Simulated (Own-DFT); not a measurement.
GaN (wurtzite, strained, atoms displaced) (calculated)

A calculation, not a measurement: plane-wave PBE density functional theory by an unreviewed code, no spin, of a simulated periodic cell, stress positive in tension, free energy of the whole cell less one offset for each atom, forces on such cells passed a denser k mesh, this cell's mesh not checked; offsets are fitted by least squares, one for each functional and potential file, so energies compare only between cells with the same atoms and settings and are not formation energies; the far tail of each file's local potential was reset to the Coulomb form; each entry is a single point on an unrelaxed cell, so the pressure reflects the starting lattice, mostly measured values (interpolated for alloys), from which strain is counted, and rises with the displacements; printed positions are rounded, which can move forces by about a meV/angstrom; the program, named Own-DFT, is a retired in-house code; no spin-orbit coupling. Program: Own-DFT development build.

Common to all runs: functional PBE; potential files PseudoDojo norm-conserving, scalar-relativistic, standard set with the stringent files for Ga; wave cutoff 96 hartree; occupations Gaussian; smearing width 0.01 eV; k mesh 3 x 4 x 3 centred on Gamma.

(1) 
```xyz
96
Lattice="12.7560 0.0000 0.0000 -4.7835 8.2853 0.0000 0.0000 0.0000 10.4218" Properties=species:S:1:pos:R:3:force_x:R:1:force_y:R:1:force_z:R:1 formula=GaN free_energy_of_cell_above_offsets=-5.858 pressure=5.84 stress_xx=-6.51 stress_yy=-6.42 stress_zz=-4.59 stress_yz=0.35 stress_xz=0.45 stress_xy=-0.49
Ga    -0.0343     1.7034     0.0013     -0.489      2.604       0.82
Ga     1.6500     0.9697     2.6052     -1.647     -1.149      0.735
N     -0.0102     1.9241     1.9260      0.125     -1.281       0.88
N      1.5592     0.7828     4.6172      0.597      2.787     -0.762
Ga    -0.0839     1.8263     5.1502      1.686     -0.641      0.607
Ga     1.5932     0.9455     7.8215     -1.149     -0.774      0.504
N      0.0252     1.8125     7.1277      -0.42      0.157       0.57
N      1.5263     0.9261     9.8542      2.005     -0.473     -1.355
Ga    -1.5758     4.5957    10.3940      0.384      0.256      0.556
Ga     0.0329     3.7356     2.6327     -1.325     -1.096     -0.114
N     -1.5305     4.6409     1.9669     -1.258      -0.78     -0.531
N      0.0012     3.6225     4.5609      0.068      0.883      0.407
Ga    -1.6290     4.5605     5.2198      0.538      -0.16     -0.217
Ga     0.0673     3.6757     7.7709     -2.446     -0.951      1.644
N     -1.5462     4.6054     7.1449     -0.079      0.429      0.491
N      0.0407     3.7313     9.8738     -0.939     -1.775     -2.015
Ga    -3.0885     7.3507    10.3744     -1.985      0.503      1.729
Ga    -1.6076     6.3989     2.6166      0.738      0.732      0.152
N     -3.1199     7.3428     2.0271     -1.135      0.688     -1.224
N     -1.5650     6.3495     4.5480     -0.205      1.145      0.837
Ga    -3.1923     7.3596     5.2874      0.274     -1.177     -0.622
Ga    -1.5560     6.5629     7.7237     -0.976      -3.11      1.627
N     -3.1893     7.3161     7.2553      -0.22      1.256     -0.704
N     -1.6434     6.4474     9.7652      1.808     -0.493      -1.32
Ga     3.1782     1.8895     0.0191      0.171     -0.713       0.32
Ga     4.7858     0.9128     2.6423      -0.36     -0.702     -0.457
N      3.2028     1.8516     2.0432      0.468     -0.083     -1.237
N      4.7775     0.8803     4.6074     -0.047      0.573     -0.256
Ga     3.2489     1.9175     5.2668     -1.433     -1.889     -1.231
Ga     4.6775     0.8356     7.7649       1.99      0.943       0.76
N      3.1244     1.7351     7.1314      1.085      1.814      0.904
N      4.7913     0.9204     9.7741     -0.562      0.248     -0.771
Ga     1.5703     4.6225    10.3643      0.785      0.166      1.553
Ga     3.2042     3.6283     2.6552     -1.041      1.344     -1.123
N      1.5176     4.5666     2.0132      2.813      1.606     -0.888
N      3.1842     3.6604     4.5381     -0.278      0.589      1.223
Ga     1.5711     4.5970     5.2590     -0.184     -0.307     -0.964
Ga     3.1767     3.7075     7.8563      0.395     -0.261     -0.483
N      1.5180     4.5766     7.1874      2.828      1.289     -0.469
N      3.2026     3.6881     9.7789     -0.272     -0.138      0.124
Ga    -0.0549     7.3761    10.3795      0.954     -0.379      0.403
Ga     1.5731     6.4921     2.6118     -0.614     -0.974     -0.386
N     -0.0610     7.3841     1.9056      0.549     -0.221      0.881
N      1.6456     6.4434     4.6004     -0.354     -0.003      -0.14
Ga     0.0114     7.3507     5.2187     -0.335     -0.725     -1.509
Ga     1.6589     6.5012     7.7509     -0.376      -0.85      1.192
N     -0.0105     7.2710     7.0828      1.572      1.539      1.027
N      1.6455     6.4380     9.7713     -0.745      0.861     -0.674
Ga     6.4691     1.8212    10.3460     -2.486      0.923       1.05
Ga     7.9661     0.8709     2.5928      0.198      1.983      0.539
N      6.3238     1.7347     1.9148      1.004      1.627      0.312
N      7.9959     1.0106     4.5777     -0.708      -1.52     -0.506
Ga     6.3464     1.8481     5.1622      0.857      0.337      0.915
Ga     8.0095     0.8997     7.8517      0.113       1.06     -0.298
N      6.4469     1.8422     7.1921     -1.423     -0.691      -0.51
N      7.9405     0.8884     9.8317      1.963      0.472     -1.323
Ga     4.7694     4.6122     0.0499      0.406     -0.562     -0.979
Ga     6.3792     3.6531     2.6673     -0.195     -0.509     -2.053
N      4.7375     4.6021     1.9523      0.559     -0.304      0.789
N      6.3427     3.7265     4.5081      0.325      -0.43      1.552
Ga     4.7494     4.5713     5.1875      0.483      0.512      0.529
Ga     6.4229     3.6765     7.7877     -0.216      0.117      0.127
N      4.8024     4.6163     7.1693     -0.571     -0.657     -0.465
N      6.4151     3.6863     9.7503      -0.62     -0.215      0.221
Ga     3.2051     7.4183     0.0249      0.117     -1.874     -0.348
Ga     4.8249     6.4057     2.6019     -0.335      1.132     -0.017
N      3.1097     7.4289     1.9442      1.513      -1.74       0.43
N      4.8047     6.4730     4.6646     -1.076     -1.251     -1.778
Ga     3.2215     7.3701     5.2076     -0.394      1.123     -0.058
Ga     4.8254     6.4668     7.7193      0.129     -0.691      1.487
N      3.2638     7.4039     7.1804     -0.661     -0.323     -0.601
N      4.7381     6.3509     9.7310      0.836      1.782      0.034
Ga     9.5355     1.8914    10.4172        0.7     -0.168      0.157
Ga    11.1088     1.0066     2.6242      1.214     -0.618     -0.293
N      9.5846     1.9288     1.9822     -1.101     -0.537     -0.707
N     11.1488     0.9071     4.5811     -1.013     -0.572     -0.309
Ga     9.5549     1.8517     5.2392      0.345      0.276     -0.211
Ga    11.2131     0.8222     7.8200     -0.532      2.448      -0.03
N      9.5797     1.8938     7.1654      0.353     -1.401      0.683
N     11.1476     0.8764     9.7802     -0.698      0.026     -0.499
Ga     7.9004     4.6491     0.0294       1.16     -0.987     -0.724
Ga     9.5378     3.7798     2.5507      0.957     -0.589      0.887
N      7.9355     4.5902     1.9257     -0.278      0.545      0.778
N      9.5353     3.6750     4.5822      0.194      0.225     -0.799
Ga     8.0214     4.6700     5.2303      -0.66     -1.267      -0.91
Ga     9.6459     3.6810     7.8128      -0.66      0.808     -0.557
N      7.9392     4.6335     7.0752      0.761      0.176      2.246
N      9.6334     3.7167     9.7180      -1.35     -0.311      0.968
Ga     6.4609     7.3313    10.3951     -2.054      0.073      0.388
Ga     8.0061     6.4602     2.6381     -0.162      0.414     -0.345
N      6.4104     7.4048     1.9034     -0.472     -0.275      1.202
N      7.9548     6.4272     4.5990       0.16      0.774     -0.507
Ga     6.3351     7.3044     5.2210      1.738      1.395     -0.625
Ga     7.9653     6.4954     7.8364      0.158      -1.68      0.294
N      6.4327     7.3919     7.1135     -0.509     -0.899      0.734
N      7.9800     6.4235     9.8393      0.971      0.536     -1.367
```

Units: free_energy_of_cell_above_offsets in eV; pressure, stress_xx, stress_yy, stress_zz, stress_yz, stress_xz, stress_xy in GPa; force_x, force_y, force_z in eV/Å.

(2) 
```xyz
96
Lattice="12.7560 0.0000 0.0000 -4.7835 8.2853 0.0000 0.0000 0.0000 10.4218" Properties=species:S:1:pos:R:3:force_x:R:1:force_y:R:1:force_z:R:1 formula=GaN free_energy_of_cell_above_offsets=-5.457 pressure=5.89 stress_xx=-6.61 stress_yy=-6.45 stress_zz=-4.6 stress_yz=-0.22 stress_xz=-0.48 stress_xy=0.64
Ga     0.0265     1.8575     0.0275     -0.436     -0.251     -1.067
Ga     1.6172     0.9690     2.4993      0.447     -1.096      1.611
N      0.0678     1.9443     1.9514     -0.222     -0.602     -0.136
N      1.6384     0.8109     4.5552     -0.422      1.897     -0.602
Ga    -0.0348     1.8136     5.1192      1.368     -0.596      0.756
Ga     1.5452     0.9401     7.7788      1.611     -0.715      0.798
N      0.0284     1.7236     7.1316      -1.63      2.236     -0.474
N      1.6211     0.9031     9.7859     -0.575      0.367     -0.355
Ga    -1.5720     4.5874    10.4132      0.046     -0.469      0.773
Ga    -0.0033     3.7227     2.5794     -0.082      0.389      0.192
N     -1.5531     4.6187     1.9953      -1.37      -0.59     -0.459
N      0.0358     3.6776     4.5183     -0.128     -0.286      0.728
Ga    -1.5144     4.5844     5.2143     -1.507      0.288     -0.442
Ga    -0.0103     3.7408     7.7414      1.542     -2.448      1.828
N     -1.5496     4.5307     7.2527     -1.764      1.279     -1.866
N      0.0596     3.6946     9.8340     -0.535     -0.353     -1.195
Ga    -3.2034     7.3682    10.3643      0.715     -0.458      1.173
Ga    -1.5923     6.3984     2.6666     -0.426       1.31     -1.361
N     -3.2163     7.4060     1.9661      0.833     -0.486     -0.387
N     -1.6516     6.4686     4.5469      1.204     -1.188      1.218
Ga    -3.2325     7.2842     5.2160      0.816      1.219      -0.08
Ga    -1.5875     6.4113     7.7564     -0.889      0.762      1.111
N     -3.2139     7.4315     7.1040      0.256     -1.695      1.309
N     -1.6169     6.3560     9.8299      0.559      1.744     -1.324
Ga     3.1737     1.7635     0.0661      0.272      1.572     -2.029
Ga     4.7943     0.9597     2.5838     -0.707     -0.946      0.979
N      3.2433     1.9132     1.9022     -0.583       -1.2      1.485
N      4.7596     0.8923     4.5931       0.39      1.426     -0.519
Ga     3.1885     1.8591     5.2433     -0.437     -1.824      0.312
Ga     4.8184     0.9295     7.8352     -0.375     -0.551      0.193
N      3.2380     1.8312     7.2547     -0.809      0.096     -0.975
N      4.7895     0.9476     9.8260     -0.158     -0.758     -0.879
Ga     1.6684     4.5486     0.0281     -1.222      1.027      0.529
Ga     3.0873     3.5992     2.6693       1.37      2.076     -0.637
N      1.5628     4.6281     2.0133      0.614     -0.693     -0.508
N      3.2396     3.6297     4.5994     -2.657     -0.295     -0.691
Ga     1.6103     4.5783     5.2165      0.039      0.727      -0.62
Ga     3.0810     3.6649     7.7494      2.125      0.406      1.761
N      1.5822     4.6372     7.1411     -0.321     -0.489     -0.133
N      3.1820     3.7364     9.8533      1.139     -1.773     -1.456
Ga     0.0146     7.3555     0.0043     -0.869     -0.387      0.136
Ga     1.5726     6.4045     2.6188      0.137      1.472      0.145
N     -0.0394     7.4171     1.9701      0.422     -0.784      0.012
N      1.5638     6.4486     4.5819      0.166     -0.375      -0.05
Ga     0.0087     7.4282     5.1891     -0.637     -1.556      0.447
Ga     1.6124     6.4069     7.8711     -0.579      0.755     -1.411
N     -0.0372     7.3367     7.1677      1.045      0.529      0.101
N      1.5534     6.4020     9.7241      0.058        0.1      1.372
Ga     6.3606     1.8426    10.3641     -0.126      0.573      1.341
Ga     7.9799     0.9908     2.4692      0.028     -1.997      1.863
N      6.3298     1.7955     1.9919      1.169      1.494     -1.106
N      8.0345     0.9427     4.5927      -0.87      0.053     -0.667
Ga     6.3915     1.7726     5.2859      0.245      0.809     -2.462
Ga     7.9002     0.8648     7.7932      1.476      0.471      0.518
N      6.4224     1.8664     7.1288      -0.71     -0.424      1.919
N      7.9332     0.9085     9.8556     -0.101     -0.108     -1.507
Ga     4.8235     4.5868     0.0600     -1.127      -0.12      0.441
Ga     6.3720     3.6654     2.6744     -0.522      0.352     -0.363
N      4.7741     4.6278     2.0218      -0.17     -1.606     -0.113
N      6.2889     3.7016     4.6041      1.243     -1.043      0.026
Ga     4.6928     4.4912     5.2257      2.021      2.828     -0.041
Ga     6.3605     3.6439     7.8737     -0.201      1.121     -1.011
N      4.8230     4.5959     7.1087     -1.036     -0.335      1.473
N      6.3558     3.7112     9.7774      0.644     -0.854      0.267
Ga     3.0784     7.3552    10.4184      1.509     -0.942      0.195
Ga     4.7553     6.4309     2.5799      1.275      0.795      0.716
N      3.1940     7.2839     1.9242     -1.056      1.331      0.238
N      4.7371     6.4610     4.5753       0.47     -0.501      0.216
Ga     3.1640     7.4042     5.2140      0.496     -0.384     -0.859
Ga     4.8018     6.4737     7.7521      -1.31     -1.676      1.334
N      3.1574     7.3406     7.1488      0.008       0.09      0.693
N      4.7749     6.3520     9.8517     -0.384      1.912      -1.61
Ga     9.5102     1.8347    10.3978      0.945      0.265      0.176
Ga    11.2617     1.0727     2.6096     -0.707     -2.686     -0.706
N      9.6217     1.7473     1.9424     -0.365      1.795     -0.572
N     11.1627     0.8926     4.4982     -0.024      0.585      1.034
Ga     9.6158     1.8947     5.2279     -0.537     -1.554      0.078
Ga    11.1404     0.8838     7.8355      0.316       0.24     -0.503
N      9.5748     1.8541     7.1945     -0.437     -0.092      0.127
N     11.1120     0.9240     9.7475      0.645      0.552      0.534
Ga     7.9421     4.5955     0.0367      0.319      1.009     -0.398
Ga     9.4533     3.7053     2.5558      2.666     -1.323      0.617
N      7.9947     4.5886     1.9632      -1.76      0.655     -0.054
N      9.4407     3.5870     4.5087      1.254      2.247      0.492
Ga     7.9125     4.6022     5.2444     -0.104     -0.311     -0.414
Ga     9.5539     3.7211     7.8354     -0.419     -0.637      0.371
N      7.9371     4.6882     7.1948      0.461     -3.387      -0.69
N      9.5450     3.7153     9.8279      0.023     -0.702     -0.552
Ga     6.3428     7.3951    10.3616      0.615     -1.029      1.199
Ga     8.0136     6.4571     2.6833     -0.481      0.205     -1.116
N      6.4736     7.3124     1.9432     -1.044      1.206      0.022
N      7.9845     6.4529     4.5989     -0.991     -0.934      0.048
Ga     6.4039     7.3833     5.2558     -1.144      -0.69     -1.012
Ga     7.9535     6.3597     7.7953      0.584      3.216      1.202
N      6.3396     7.2962     7.1916      1.243      1.437     -0.303
N      8.0502     6.4603     9.7576     -1.863     -0.722       -0.4
```

Units: free_energy_of_cell_above_offsets in eV; pressure, stress_xx, stress_yy, stress_zz, stress_yz, stress_xz, stress_xy in GPa; force_x, force_y, force_z in eV/Å.
